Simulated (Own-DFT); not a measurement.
# What it costs to cut wurtzite GaN, m plane (10-10)

The numbers are computed, not measured, by runs of the plane-wave DFT program Own-DFT (in-house, retired, unreviewed) at fixed positions, with no spin and no spin-orbit coupling.

Known weak points (not all hold for every row): k mesh not checked against a denser one; forces on such cells passed a denser k mesh, each cell not checked.

Both sets of runs: PBE; PseudoDojo norm-conserving scalar-relativistic files (stringent for Ga); cutoff 96 hartree; Gaussian smearing of 0.01 eV. The slab has 64 atoms in 16 layers, two equal faces of 33.07 Å² as cut, 15 Å of vacuum, a dipole correction along the normal and a 6 x 6 x 1 mesh. The bulk cell has 96 atoms, the same measured lattice constants and a 3 x 4 x 3 mesh. In the slab only the 16 atoms nearest the faces were moved at random; u is their rms move along one axis. Energies are counted from -3520.29 eV for each atom.

```
slab run,u (Å),E (eV, cell)
1,0.0428,8.378
2,0.0473,8.675
3,0.0476,8.432
4,0.0477,9.372
5,0.0506,8.662
6,0.0532,9.164
7,0.0633,9.190
8,0.0861,10.184
9,0.0928,11.851
10,0.0971,10.898
11,0.1003,11.601
12,0.1117,12.781
```

```
bulk run,u (Å),E (meV/atom)
1,0.0190,1.58
2,0.0199,2.09
3,0.0201,2.33
4,0.0203,2.73
5,0.0207,2.68
6,0.0478,60.56
7,0.0487,56.77
8,0.0496,49.73
9,0.0507,55.60
10,0.0512,68.14
```

Question: what is the energy of the unrelaxed surface?

## Answer

Take each set to u = 0 with E = a + b u². Residuals are scaled by 1/(u² + 0.0006 Å²) to tame the large moves. Slab: a = 7.87 ± 0.20 eV. Bulk: a = -8.6 ± 1.0 meV/atom. The excess is 7.87 - 64 x (-0.0086) = 8.42 ± 0.21 eV. Over two faces that is 127 meV/Å², or 2.04 ± 0.05 J/m². Relaxing the faces would lower the energy, and the unlike meshes and the reach from the smallest u down to zero add errors that aren't counted here.
